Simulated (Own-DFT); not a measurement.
## Calculated data, AlN (wurtzite, strained, atoms displaced)

Computed with Own-DFT development build. A calculation, not a measurement: plane-wave PBE density functional theory by an unreviewed code, no spin, of a simulated periodic cell, stress positive in tension, free energy of the whole cell less one offset for each atom, forces on such cells passed a denser k mesh, this cell's mesh not checked; offsets are fitted by least squares, one for each functional and potential file, so energies compare only between cells with the same atoms and settings and are not formation energies; the far tail of each file's local potential was reset to the Coulomb form; each entry is a single point on an unrelaxed cell, so the pressure reflects the starting lattice, mostly measured values (interpolated for alloys), from which strain is counted, and rises with the displacements; printed positions are rounded, which can move forces by about a meV/angstrom; the program, named Own-DFT, is a retired in-house code; no spin-orbit coupling.

```json
{"formula": "AlN", "kind": "wurtzite, strained, atoms displaced", "structure": {"cell_angstrom": [[12.6058, -0.0454, 0.1916], [-6.3422, 10.7355, -0.0559], [0.1533, 0.0368, 9.8519]], "atoms_fractional": [["Al", 0.0756, 0.15629, 0.0019], ["Al", 0.17048, 0.0854, 0.24442], ["N", 0.08608, 0.17238, 0.19518], ["N", 0.16912, 0.08299, 0.43424], ["Al", 0.07709, 0.16586, 0.49627], ["Al", 0.17024, 0.08789, 0.75804], ["N", 0.08336, 0.16959, 0.69002], ["N", 0.16474, 0.0836, 0.93728], ["Al", 0.08721, 0.42019, 0.99715], ["Al", 0.16358, 0.32786, 0.24507], ["N", 0.08498, 0.42223, 0.20029], ["N", 0.17152, 0.33669, 0.44145], ["Al", 0.08209, 0.41525, 0.50138], ["Al", 0.16227, 0.33502, 0.7509], ["N", 0.08313, 0.41486, 0.69383], ["N", 0.15763, 0.32221, 0.93817], ["Al", 0.07531, 0.6591, 0.00356], ["Al", 0.16624, 0.58453, 0.25377], ["N", 0.08099, 0.66301, 0.19159], ["N", 0.17042, 0.58283, 0.43737], ["Al", 0.08221, 0.66744, 0.50173], ["Al", 0.15836, 0.58056, 0.75051], ["N", 0.07874, 0.67064, 0.69024], ["N", 0.16321, 0.57844, 0.92932], ["Al", 0.08601, 0.91437, 0.00278], ["Al", 0.16754, 0.83619, 0.2475], ["N", 0.08371, 0.9176, 0.19535], ["N", 0.16959, 0.83777, 0.44382], ["Al", 0.0832, 0.91255, 0.49506], ["Al", 0.17171, 0.84314, 0.75241], ["N", 0.08804, 0.91925, 0.68491], ["N", 0.16546, 0.83166, 0.93595], ["Al", 0.33606, 0.16757, 0.0043], ["Al", 0.42013, 0.07771, 0.24676], ["N", 0.33873, 0.16658, 0.18464], ["N", 0.41875, 0.07815, 0.44092], ["Al", 0.33612, 0.16951, 0.49929], ["Al", 0.41456, 0.0801, 0.75063], ["N", 0.32498, 0.1603, 0.69106], ["N", 0.41873, 0.07755, 0.93052], ["Al", 0.33265, 0.41701, 0.99338], ["Al", 0.41948, 0.33574, 0.24068], ["N", 0.33051, 0.41398, 0.18519], ["N", 0.41844, 0.33277, 0.43713], ["Al", 0.33467, 0.4158, 0.49111], ["Al", 0.414, 0.3353, 0.75289], ["N", 0.33805, 0.4127, 0.69843], ["N", 0.40734, 0.32984, 0.94019], ["Al", 0.33219, 0.66442, 0.00151], ["Al", 0.4182, 0.58423, 0.25154], ["N", 0.33194, 0.66238, 0.1923], ["N", 0.41851, 0.5874, 0.44351], ["Al", 0.34181, 0.66372, 0.50276], ["Al", 0.4198, 0.57868, 0.75238], ["N", 0.3377, 0.66912, 0.69421], ["N", 0.41158, 0.58371, 0.94818], ["Al", 0.33622, 0.92006, 0.01087], ["Al", 0.43127, 0.84274, 0.24889], ["N", 0.3371, 0.91744, 0.18726], ["N", 0.40391, 0.8237, 0.43512], ["Al", 0.33672, 0.92277, 0.49675], ["Al", 0.41157, 0.82386, 0.76017], ["N", 0.33469, 0.92424, 0.68624], ["N", 0.41373, 0.8342, 0.94081], ["Al", 0.58236, 0.16931, 0.00058], ["Al", 0.66834, 0.08826, 0.24387], ["N", 0.57766, 0.16367, 0.19641], ["N", 0.66943, 0.0844, 0.43251], ["Al", 0.5906, 0.17053, 0.49295], ["Al", 0.66404, 0.07728, 0.75392], ["N", 0.5895, 0.1727, 0.68608], ["N", 0.66797, 0.07841, 0.94853], ["Al", 0.57671, 0.41454, 0.00081], ["Al", 0.66967, 0.33509, 0.24926], ["N", 0.58027, 0.40994, 0.19582], ["N", 0.66742, 0.3377, 0.44205], ["Al", 0.57787, 0.42086, 0.50726], ["Al", 0.67129, 0.33814, 0.74801], ["N", 0.58778, 0.41816, 0.68513], ["N", 0.65912, 0.33694, 0.93907], ["Al", 0.57926, 0.6643, 0.98818], ["Al", 0.66225, 0.58416, 0.25232], ["N", 0.58345, 0.66386, 0.18886], ["N", 0.6699, 0.58294, 0.43669], ["Al", 0.58252, 0.66187, 0.49513], ["Al", 0.66173, 0.5815, 0.76223], ["N", 0.59098, 0.67483, 0.70308], ["N", 0.66566, 0.57586, 0.9518], ["Al", 0.58233, 0.91031, 0.00828], ["Al", 0.6687, 0.83385, 0.24832], ["N", 0.58825, 0.91874, 0.19553], ["N", 0.66199, 0.83327, 0.4392], ["Al", 0.57964, 0.90111, 0.50744], ["Al", 0.65855, 0.83224, 0.74326], ["N", 0.58254, 0.91992, 0.69821], ["N", 0.6698, 0.82947, 0.9262], ["Al", 0.84054, 0.16793, 0.00206], ["Al", 0.91168, 0.07607, 0.25087], ["N", 0.83163, 0.1682, 0.18937], ["N", 0.91194, 0.08619, 0.45013], ["Al", 0.82853, 0.16245, 0.50429], ["Al", 0.91546, 0.08185, 0.75214], ["N", 0.83876, 0.1716, 0.68248], ["N", 0.92183, 0.08385, 0.9449], ["Al", 0.84347, 0.42422, 0.99912], ["Al", 0.91885, 0.33073, 0.24963], ["N", 0.83128, 0.41533, 0.19006], ["N", 0.92652, 0.33633, 0.43963], ["Al", 0.82981, 0.41316, 0.49679], ["Al", 0.90623, 0.33342, 0.74872], ["N", 0.83995, 0.42458, 0.68557], ["N", 0.91984, 0.33848, 0.94229], ["Al", 0.83497, 0.66443, 0.99557], ["Al", 0.91001, 0.57858, 0.2499], ["N", 0.84364, 0.67186, 0.1852], ["N", 0.91045, 0.58059, 0.44248], ["Al", 0.83979, 0.67405, 0.49636], ["Al", 0.91295, 0.58403, 0.75373], ["N", 0.83069, 0.66017, 0.69046], ["N", 0.91802, 0.58108, 0.93518], ["Al", 0.83196, 0.91448, 0.00456], ["Al", 0.92318, 0.84239, 0.24968], ["N", 0.82878, 0.91775, 0.19146], ["N", 0.91273, 0.83802, 0.43626], ["Al", 0.84077, 0.92182, 0.50363], ["Al", 0.91438, 0.8337, 0.75166], ["N", 0.83135, 0.91776, 0.69428], ["N", 0.92035, 0.83615, 0.93141]]}, "settings": {"functional": "PBE", "potential_files": "PseudoDojo norm-conserving, scalar-relativistic, standard set", "wave_cutoff [hartree]": 42.0, "occupations": "Fermi-Dirac", "smearing_width [eV]": 0.1, "hardware": "one NVIDIA H100", "k_mesh": "2 x 2 x 2 centred on Gamma"}, "results": {"free_energy_of_cell_above_offsets [eV]": "-52.613", "pressure [GPa]": 6.56, "stress_xx [GPa]": -0.42, "stress_yy [GPa]": -7.77, "stress_zz [GPa]": -11.48, "stress_yz [GPa]": 0.5, "stress_xz [GPa]": 3.91, "stress_xy [GPa]": -0.54, "force_element": ["Al", "Al", "N", "N", "Al", "Al", "N", "N", "Al", "Al", "N", "N", "Al", "Al", "N", "N", "Al", "Al", "N", "N", "Al", "Al", "N", "N", "Al", "Al", "N", "N", "Al", "Al", "N", "N", "Al", "Al", "N", "N", "Al", "Al", "N", "N", "Al", "Al", "N", "N", "Al", "Al", "N", "N", "Al", "Al", "N", "N", "Al", "Al", "N", "N", "Al", "Al", "N", "N", "Al", "Al", "N", "N", "Al", "Al", "N", "N", "Al", "Al", "N", "N", "Al", "Al", "N", "N", "Al", "Al", "N", "N", "Al", "Al", "N", "N", "Al", "Al", "N", "N", "Al", "Al", "N", "N", "Al", "Al", "N", "N", "Al", "Al", "N", "N", "Al", "Al", "N", "N", "Al", "Al", "N", "N", "Al", "Al", "N", "N", "Al", "Al", "N", "N", "Al", "Al", "N", "N", "Al", "Al", "N", "N", "Al", "Al", "N", "N"], "force_x [eV/angstrom]": [1.412, -0.043, -0.313, -0.665, 1.787, -1.741, 0.216, 0.941, 0.064, -0.372, 0.713, -0.465, 1.018, 0.845, -1.014, 0.405, 1.454, 0.273, -0.161, -0.403, 0.579, 0.269, 1.113, 0.149, -0.609, 0.532, 0.676, 0.132, -0.426, -0.248, -1.414, 0.507, -0.242, -2.17, -0.045, -0.404, -0.162, 0.309, 2.099, -0.705, -1.544, -1.085, 0.73, -0.432, -0.153, 1.983, -2.024, 1.624, -1.57, -0.865, 0.5, 2.146, -3.905, -1.339, 0.307, 1.425, -0.43, -2.726, 0.019, 1.945, 0.1, -1.032, 1.233, 0.954, 0.583, -0.009, 1.901, -0.046, -0.719, -0.341, 0.149, -0.133, 0.146, -1.1, 0.636, -0.212, 1.641, -0.397, -1.36, 1.997, 0.719, 1.745, -0.395, -0.769, 0.63, 1.454, -0.492, -0.922, 0.01, -1.064, 1.135, 2.516, -3.13, 1.438, -0.163, -0.793, -1.134, -0.513, 1.486, 1.275, -0.692, 0.259, -0.817, -1.818, -1.684, -0.518, 0.933, -2.386, 0.796, 2.079, -0.722, -0.059, -0.189, 0.689, -1.533, 0.924, -0.739, 0.835, -1.221, -0.711, 0.111, -1.015, 1.705, 1.419, -1.84, 0.775, 0.13, -0.233], "force_y [eV/angstrom]": [1.878, 0.734, -3.735, 0.319, 0.412, -1.003, -0.773, -0.509, -1.323, 3.2, -1.472, -0.525, 0.809, -0.724, 0.278, 1.676, 1.271, 0.534, 0.575, 0.4, -0.388, 0.86, -0.157, 1.491, 0.118, -1.017, 0.45, -0.95, 1.628, -1.094, -0.102, 0.048, -1.057, 0.924, -0.523, 2.867, -1.498, 1.697, 1.91, 1.332, -1.137, -0.907, 0.398, 0.757, -0.546, -1.98, 1.314, 0.772, 0.371, -0.498, 1.256, -1.545, 0.663, 0.893, -2.019, -0.226, -1.078, -2.737, -0.775, 1.586, -2.506, 2.539, -2.19, -0.342, -0.419, -0.274, 1.147, -0.839, -0.87, 2.633, -0.945, 0.91, -1.092, -0.465, 1.637, -0.092, -0.788, -0.448, 0.125, -0.339, 0.085, -0.484, 0.88, 0.89, 0.895, 0.206, -3.558, 1.717, 0.279, -0.946, 0.098, -1.039, 2.798, 2.322, -2.081, 0.674, 0.15, 2.71, -0.497, -0.881, 1.252, 1.054, -1.269, -1.189, -2.159, 0.917, -0.222, -1.123, 0.448, 0.301, -1.232, -0.88, 0.607, 0.913, -0.061, 0.94, -1.631, 0.694, 1.317, 0.891, -0.346, -1.847, -0.705, -0.112, -0.451, 0.084, -0.517, -0.397], "force_z [eV/angstrom]": [0.108, 0.797, -0.874, 0.352, 0.617, -2.808, 0.095, 3.002, 0.77, 1.216, -2.198, -0.341, -0.114, -0.495, -0.422, 1.148, -1.065, -0.193, 0.173, 2.146, -0.585, -2.32, 0.649, 2.97, -1.183, 0.839, -1.122, -1.484, 0.619, -1.7, 0.891, 2.507, -2.404, 1.516, 1.472, -0.995, -0.083, -2.005, 0.017, 2.983, 0.716, 1.08, 0.759, -0.049, 1.205, -0.761, -1.524, 0.428, 0.13, -1.031, -0.267, -0.508, 0.097, -0.138, -0.209, -1.531, -3.747, 0.545, 2.103, 1.062, 0.915, -1.874, 0.572, 2.198, -0.546, 0.577, -1.453, 1.158, 0.597, -0.021, 0.8, -0.245, 0.808, 0.489, -1.051, -0.378, -2.459, -0.398, 2.803, 0.322, 1.428, -1.542, -0.279, 1.016, 0.869, -1.67, -1.964, -1.079, -1.961, 0.632, -0.851, 0.344, -0.865, 0.477, -1.175, 3.25, -0.656, 0.813, 0.239, -2.056, -2.024, -0.553, 3.362, -0.309, 0.396, 0.295, -0.176, 0.19, -0.175, -0.064, 0.819, -0.267, 0.288, 0.553, 0.672, -0.609, 0.651, -2.095, 0.491, 1.341, -2.111, -0.583, -0.087, 0.482, 0.399, -2.125, -0.524, 3.126], "wall_time [s]": 400.4}}
```
